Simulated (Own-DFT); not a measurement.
# Computed records: Al₃GaN₄ (wurtzite random alloy, strained, atoms displaced)

Computed with Own-DFT development build. A calculation, not a measurement: plane-wave PBE density functional theory by an unreviewed code, no spin, of a simulated periodic cell, stress positive in tension, free energy of the whole cell less one offset for each atom, forces on such cells passed a denser k mesh, this cell's mesh not checked; offsets are fitted by least squares, one for each functional and potential file, so energies compare only between cells with the same atoms and settings and are not formation energies; the far tail of each file's local potential was reset to the Coulomb form; each entry is a single point on an unrelaxed cell, so the pressure reflects the starting lattice, mostly measured values, from which strain is counted, and rises with the displacements; printed positions are rounded, which can move forces by about a meV/angstrom; the program is a retired in-house code; no spin-orbit coupling.

Common to all runs: functional PBE; potential files PseudoDojo norm-conserving, scalar-relativistic, standard set with the stringent files for Ga; wave cutoff 96 hartree; occupations Gaussian; smearing width 0.01 eV; k mesh 4 x 4 x 3 centred on Gamma.

(1) 
```xyz
72
Lattice="9.3938 0.0000 0.0000 -4.6969 8.1352 0.0000 0.0000 0.0000 10.3675" Properties=species:S:1:pos:R:3:force_x:R:1:force_y:R:1:force_z:R:1 formula=Al3GaN4 free_energy_of_cell_above_offsets=-22.948 pressure=0.84 stress_xx=-3.25 stress_yy=-5.22 stress_zz=5.95 stress_yz=-0.46 stress_xz=-0.09 stress_xy=-0.3
Ga    -0.0292     1.8605    10.3558     -0.212     -0.891      0.456
Ga     1.5058     0.9389     2.5927      1.277     -0.509      0.397
N     -0.0658     1.7279     1.8838      0.193      1.917      1.679
N      1.5493     0.9823     4.6405      0.837     -1.342     -0.088
Ga    -0.1044     1.8289     5.1513      2.594      0.481      0.821
Al     1.4994     0.8975     7.8189      0.944       0.72     -0.415
N     -0.0279     1.8950     7.1134      0.168      -2.26      0.871
N      1.5456     1.0028     9.7662      0.214     -2.046       -1.5
Al    -1.5301     4.5255     0.0231       -1.4      0.864     -0.256
Ga    -0.0176     3.6853     2.6328      1.188     -1.941     -0.353
N     -1.4874     4.5249     1.9754     -2.828      0.823     -0.565
N      0.0982     3.6405     4.5652      -1.93     -0.206     -0.549
Ga    -1.5833     4.4953     5.2073      0.824      0.493      0.654
Al     0.0449     3.5804     7.7630     -0.078      1.607      0.996
N     -1.4897     4.5054     7.2187     -0.681       0.41     -0.552
N     -0.0551     3.6089     9.7988      1.385      1.814     -1.557
Al    -3.1977     7.2438    10.3604      0.543     -0.165      0.087
Al    -1.5108     6.3222     2.6489     -1.249      0.513     -0.715
N     -3.1482     7.1808     1.9170      0.752      0.028      0.534
N     -1.5537     6.3414     4.5755     -0.263      0.671      0.183
Al    -3.1850     7.1709     5.2675      1.412      1.777     -0.893
Al    -1.6053     6.3318     7.7736      1.768     -0.911      1.021
N     -3.0971     7.1566     7.2094     -0.785      2.283     -1.198
N     -1.5820     6.3662     9.6833     -0.295     -0.481      0.968
Al     3.0892     1.7949     0.0057      1.047      0.886      0.221
Al     4.7553     0.8982     2.6255     -2.412      0.146     -0.722
N      3.1229     1.8227     1.8871      0.414      0.563      1.457
N      4.6208     0.8878     4.5090      0.824      1.036      0.841
Al     3.1723     1.9355     5.1971     -1.257     -1.322      -0.07
Al     4.7090     0.9104     7.8147     -0.486      0.653      0.442
N      3.1404     1.8830     7.1778     -0.039     -4.971      -1.68
N      4.6338     0.8774     9.7093      0.858      0.922      0.363
Al     1.5998     4.5413     0.0282     -0.298     -0.362     -0.979
Al     3.1372     3.7111     2.5995     -0.265     -1.781     -0.412
N      1.5698     4.5778     1.9256      0.505     -2.206     -0.315
N      3.1563     3.6814     4.5393     -0.317      0.373     -0.079
Al     1.5044     4.5885     5.0980      2.086     -0.723      2.234
Ga     3.1457     3.5309     7.6937     -0.341      4.502      2.353
N      1.5692     4.5336     7.1299     -0.636      0.577     -0.474
N      3.1910     3.6507     9.8169     -2.583     -1.381      -0.93
Al     0.0338     7.2561    10.3416     -1.255     -0.284      0.256
Ga     1.5382     6.2698     2.5297      0.404      3.386       0.74
N     -0.0707     7.2937     1.9555      0.662     -0.742     -0.391
N      1.5185     6.3178     4.5617      0.496      1.532      0.075
Al     0.0394     7.3257     5.1615     -1.306     -1.668      1.059
Al     1.4801     6.3401     7.8117      1.113     -0.469     -0.041
N     -0.0289     7.2958     7.2837     -0.039     -0.573     -2.339
N      1.5458     6.3318     9.7184       0.41      0.004      0.664
Al     6.2259     1.8257     0.0165     -0.146     -0.552     -0.058
Al     7.8168     0.9847     2.5778     -0.748     -0.957     -0.115
N      6.1920     1.7455     1.9715      1.566      2.014     -0.302
N      7.8893     0.8431     4.5250     -1.995     -0.177     -0.731
Ga     6.3177     1.7258     5.2735     -0.962      0.933     -0.856
Al     7.8372     0.9028     7.7158       0.42      0.853      2.161
N      6.3136     1.8359     7.2382     -0.937     -2.057     -1.098
N      7.8510     0.8742     9.7886     -1.731      0.536      -1.67
Al     4.6452     4.5377    10.2550      0.644      0.878      2.029
Al     6.1993     3.6455     2.6282      0.574     -0.488     -1.414
N      4.6542     4.5237     1.9972      1.011      1.296     -0.339
N      6.2927     3.5808     4.4905     -0.836      -0.04      0.916
Al     4.7340     4.5467     5.1533     -0.282     -0.438       0.77
Ga     6.2485     3.5625     7.8471      0.666      2.114     -0.019
N      4.7189     4.5168     7.1883       0.15       1.43      -1.66
N      6.1372     3.6374     9.7528       2.39     -0.601      1.226
Al     3.1447     7.2554     0.0401     -0.941      0.019      0.015
Al     4.7270     6.4096     2.6440     -0.959     -0.776     -0.726
N      3.1470     7.3612     1.9534      0.076      -1.66      0.449
N      4.6856     6.3502     4.6057     -0.366       0.03     -0.163
Al     3.0722     7.2608     5.2253      0.519     -1.226     -0.374
Al     4.7399     6.4249     7.7157     -2.402     -2.161      1.549
N      3.0760     7.3181     7.1447      0.498     -1.424     -0.559
N      4.5808     6.3247     9.7652      1.828      0.709      -1.33
```

Units: free_energy_of_cell_above_offsets in eV; pressure, stress_xx, stress_yy, stress_zz, stress_yz, stress_xz, stress_xy in GPa; force_x, force_y, force_z in eV/Å.

(2) 
```xyz
72
Lattice="9.3938 0.0000 0.0000 -4.6969 8.1352 0.0000 0.0000 0.0000 10.3675" Properties=species:S:1:pos:R:3:force_x:R:1:force_y:R:1:force_z:R:1 formula=Al3GaN4 free_energy_of_cell_above_offsets=-22.149 pressure=1.04 stress_xx=-4.26 stress_yy=-4.71 stress_zz=5.86 stress_yz=0.18 stress_xz=0.15 stress_xy=-1.47
Ga    -0.0156     1.8260     0.0371      0.321      0.317     -0.021
Al     1.5451     0.9116     2.5666      1.425      -0.85      0.717
N      0.0843     1.8351     1.9809     -2.301     -0.313       0.52
N      1.5488     0.9537     4.6431      1.297     -1.806      -1.48
Ga     0.0100     1.8125     5.2251     -0.486      0.384     -0.108
Al     1.5216     0.8876     7.7260      0.425      1.598      0.871
N     -0.0220     1.8390     7.1171     -0.131     -0.327      2.412
N      1.5869     0.9085     9.7968     -2.772     -1.489     -2.683
Al    -1.5042     4.4963     0.0417     -0.406      0.709     -0.728
Al    -0.0392     3.6194     2.5662      0.478     -0.201      0.669
N     -1.6845     4.4601     1.9445      4.134      1.744      -0.21
N      0.0897     3.5775     4.5428     -1.488      2.009     -0.833
Al    -1.5926     4.5615     5.1261      0.747     -1.347      0.817
Al    -0.0048     3.6781     7.8165       0.01     -1.102     -0.067
N     -1.5698     4.5200     7.1894      0.335     -0.247      -1.58
N      0.0554     3.6361     9.7377     -0.093      0.958      0.257
Al    -3.1636     7.2850    10.2964      1.123     -1.511      1.541
Al    -1.4960     6.2907     2.5538     -2.364     -0.213      0.829
N     -3.0451     7.1978     1.9808      -1.78      0.444      -0.43
N     -1.6091     6.3676     4.6526      0.674     -1.064     -1.839
Al    -3.1131     7.1997     5.2156     -1.957      1.222     -0.307
Al    -1.6110     6.2506     7.7615      0.795      1.761      0.695
N     -3.1445     7.2777     7.2245      0.399     -1.085     -1.388
N     -1.6333     6.3052     9.6882      1.388      0.266      0.648
Ga     3.0424     1.7617    10.3157      2.834      0.872       1.56
Al     4.7685     0.8360     2.6644     -2.386      0.878     -1.188
N      3.1646     1.8025     1.9033     -0.036     -0.397      2.021
N      4.6329     0.9200     4.5591      0.596      1.237     -0.575
Al     3.0678     1.8577     5.1891      0.554      0.396      0.358
Ga     4.7820     1.0055     7.6980     -3.031      -2.12      1.513
N      3.0819     1.8893     7.1632     -0.094     -2.108     -1.097
N      4.7046     0.9063     9.7034     -0.246     -1.009      0.154
Al     1.6040     4.5917     0.0658     -0.017     -1.554      -1.17
Al     3.0854     3.5827     2.5720      0.716      0.051      0.343
N      1.5534     4.5219     1.9274     -0.179      -0.04      0.649
N      3.1478     3.6944     4.5945     -0.169     -1.772     -1.052
Al     1.6111     4.4749     5.1815     -1.108      0.973      0.924
Al     3.1528     3.5164     7.8579     -0.624      2.824      0.335
N      1.5202     4.5187     7.2067      1.386       0.08     -0.787
N      3.1204     3.5580     9.7860     -0.095      1.799      -0.75
Al     0.0233     7.2313     0.0024     -0.737     -0.159     -1.186
Ga     1.5903     6.3820     2.6067     -1.043     -1.473       0.72
N     -0.0754     7.1957     1.9109      1.646       0.85      0.293
N      1.6470     6.2935     4.5774     -1.253      0.401      0.142
Ga    -0.0224     7.3186     5.2062       0.73     -2.087      0.588
Al     1.5704     6.3205     7.7624     -0.393     -0.178      0.251
N      0.0139     7.2379     7.1391      -0.45     -0.492      0.872
N      1.6646     6.3196     9.7605     -0.913       0.89     -0.412
Al     6.1434     1.7780    10.3667      1.932      1.389      0.176
Al     7.6834     0.8685     2.5810      2.946      1.456       1.46
N      6.2318     1.7740     1.9862     -0.373      -0.46     -0.753
N      7.8404     0.9057     4.7132     -0.973     -1.381     -2.604
Al     6.2839     1.7187     5.1187     -0.709       1.94       1.23
Al     7.8448     0.8134     7.7772     -0.098      2.037      0.044
N      6.2687     1.7598     7.1284      2.866      1.803     -1.142
N      7.8311     0.9092     9.7593     -0.933     -0.879     -0.679
Ga     4.6956     4.5866     0.0798      0.617     -3.384      0.009
Ga     6.2435     3.6424     2.5566     -1.308      -1.36      1.819
N      4.6999     4.5241     2.0296     -2.188      0.568     -0.308
N      6.2602     3.5810     4.5596     -0.268      0.377      0.768
Al     4.6206     4.5628     5.2584      1.505     -0.152     -0.882
Al     6.3375     3.6021     7.7213     -1.013     -0.399      1.316
N      4.7064     4.4907     7.1782     -0.106      -0.35     -0.116
N      6.3834     3.6467     9.8130     -1.621     -1.584     -1.166
Al     3.1746     7.2527     0.0152     -0.218      0.028      0.275
Al     4.5840     6.3205     2.5654      2.382      0.331      1.043
N      3.1030     7.2917     2.0273      0.909     -0.303     -2.141
N      4.5907     6.3447     4.4916       1.48     -0.077      1.412
Al     3.1108     7.2147     5.2962      0.461      0.355     -3.462
Ga     4.6545     6.3471     7.7818      0.308     -0.894      0.496
N      3.0995     7.2494     7.0405      -0.26     -0.611      3.425
N      4.7199     6.2535     9.8090     -0.799      3.828     -1.033
```

Units: free_energy_of_cell_above_offsets in eV; pressure, stress_xx, stress_yy, stress_zz, stress_yz, stress_xz, stress_xy in GPa; force_x, force_y, force_z in eV/Å.

(3) 
```xyz
72
Lattice="9.3938 0.0000 0.0000 -4.6969 8.1352 0.0000 0.0000 0.0000 10.3675" Properties=species:S:1:pos:R:3:force_x:R:1:force_y:R:1:force_z:R:1 formula=Al3GaN4 free_energy_of_cell_above_offsets=-22.617 pressure=0.85 stress_xx=-3.64 stress_yy=-4.21 stress_zz=5.31 stress_yz=0.15 stress_xz=-0.05 stress_xy=-0.34
Al    -0.0968     1.8576     0.0229      1.391     -1.025     -0.138
Ga     1.5523     0.8521     2.5814     -0.036      0.044      0.102
N      0.0593     1.8381     1.9553     -2.375     -0.452     -0.437
N      1.6439     0.8560     4.4891     -2.542     -0.633      1.447
Al    -0.0089     1.8559     5.1780      0.096     -0.946     -0.412
Al     1.5556     0.9054     7.8014     -0.226      0.614      0.363
N     -0.0140     1.8854     7.1196     -0.315     -2.017     -0.219
N      1.5718     0.8962     9.8206     -1.263       0.87     -1.488
Al    -1.5656     4.5479    10.3665      0.325     -2.686      1.169
Al     0.0324     3.6157     2.5579     -0.354     -0.375      1.032
N     -1.4930     4.5192     2.0304     -1.687      0.025      -1.38
N     -0.0059     3.6338     4.4991     -0.384     -1.041      0.336
Ga    -1.6208     4.4250     5.2547      1.025      1.318     -1.284
Al    -0.0682     3.5877     7.7395      1.535      0.381      1.267
N     -1.5607     4.5369     7.1789     -0.744     -0.471      0.567
N      0.0367     3.6132     9.7628     -2.138     -0.152     -1.315
Ga    -3.1315     7.2278    10.3516      0.404      0.551      0.652
Al    -1.6319     6.3048     2.6349      1.082      0.454      0.225
N     -3.2011     7.1693     1.9232      1.662      0.015      0.334
N     -1.5806     6.3158     4.5645      0.451     -0.068      0.303
Al    -3.0641     7.1959     5.2230     -0.881      0.539     -0.022
Al    -1.4943     6.2681     7.8629     -1.253      1.127     -0.652
N     -3.0938     7.2388     7.1937      0.762     -0.101     -0.273
N     -1.6046     6.2047     9.7855      1.193      2.216     -1.291
Ga     3.0746     1.8770     0.0803        0.7     -0.669     -0.106
Al     4.7285     0.9172     2.5890     -0.676     -0.375      1.184
N      3.1149     1.7969     2.0628      1.482      0.801      -0.67
N      4.7425     0.9320     4.6588     -1.916     -0.794     -1.391
Al     2.9776     1.8046     5.1771      3.216      0.146      1.128
Ga     4.6634     0.9037     7.8843     -1.009      0.552     -1.838
N      3.0474     1.8432     7.1570      0.196     -0.717     -0.413
N      4.7104     0.9201     9.7173      -0.17     -0.473      2.843
Ga     1.5358     4.5693    10.3353      0.407      -1.84      1.452
Al     3.2023     3.5958     2.6530      -2.08      0.207       0.39
N      1.4782     4.5004     1.9435      2.632       0.67      0.479
N      3.0244     3.5679     4.6003      2.529      0.542     -1.086
Ga     1.5508     4.4936     5.2826     -0.343      1.223     -1.538
Ga     3.1863     3.6766     7.8158     -1.232     -1.547     -0.319
N      1.6062     4.5071     7.1500     -2.025      0.733      1.654
N      3.1186     3.6558     9.7205      1.403      0.606      1.219
Al    -0.0821     7.2284    10.3447      0.705      0.497      1.354
Al     1.5785     6.3099     2.5375     -1.683     -0.217       1.45
N     -0.0596     7.2631     2.0535      0.151     -0.565     -1.512
N      1.5046     6.3852     4.5950      2.153     -0.808     -0.757
Al     0.0349     7.1810     5.2450      -1.31      1.482     -0.369
Al     1.4602     6.2996     7.7467      2.617     -0.401      0.602
N      0.0232     7.2187     7.2357     -1.469     -0.683     -0.946
N      1.5289     6.2965     9.8060     -0.672      2.346      -2.18
Al     6.2664     1.8893     0.0540     -0.092     -2.625     -1.836
Al     7.7700     0.8729     2.5632      1.027       0.72      0.409
N      6.2495     1.8213     1.8723      0.223      0.423      1.756
N      7.7950     0.8734     4.5393      0.864      0.845     -0.394
Al     6.2508     1.7708     5.1400      0.208      0.233      1.524
Al     7.7577     0.8162     7.8068       0.73      1.443     -1.091
N      6.2163     1.7114     7.2362      1.328      2.282      -1.89
N      7.8199     0.9413     9.6363     -0.238     -1.052      2.132
Al     4.7574     4.4783     0.0321     -0.846      0.384     -0.097
Al     6.2838     3.6495     2.5453      0.727     -0.601      0.849
N      4.7201     4.5271     2.0622     -0.187     -0.366     -1.674
N      6.2060     3.6175     4.5339      0.661     -1.479     -0.617
Al     4.7785     4.5065     5.1684       -2.8      0.724       0.23
Al     6.2001     3.6580     7.7005      1.021      -1.96      1.317
N      4.6832     4.5075     7.1318      1.448      0.934      -1.11
N      6.2609     3.5399     9.7389       0.19      2.539     -0.428
Al     3.0794     7.1287    10.3042       0.92      2.031      1.032
Al     4.7433     6.3248     2.5220     -2.239      0.272      1.664
N      3.0416     7.2470     1.9634      1.712     -0.588     -1.099
N      4.7167     6.3486     4.5311       0.53     -0.606     -0.066
Al     3.2078     7.2388     5.1904     -1.343     -0.464     -0.519
Ga     4.6782     6.3675     7.8243      0.884     -0.589     -0.429
N      3.1768     7.2174     7.0941     -1.791      0.111      0.622
N      4.7526     6.3319     9.7695      -2.27     -1.519      0.204
```

Units: free_energy_of_cell_above_offsets in eV; pressure, stress_xx, stress_yy, stress_zz, stress_yz, stress_xz, stress_xy in GPa; force_x, force_y, force_z in eV/Å.
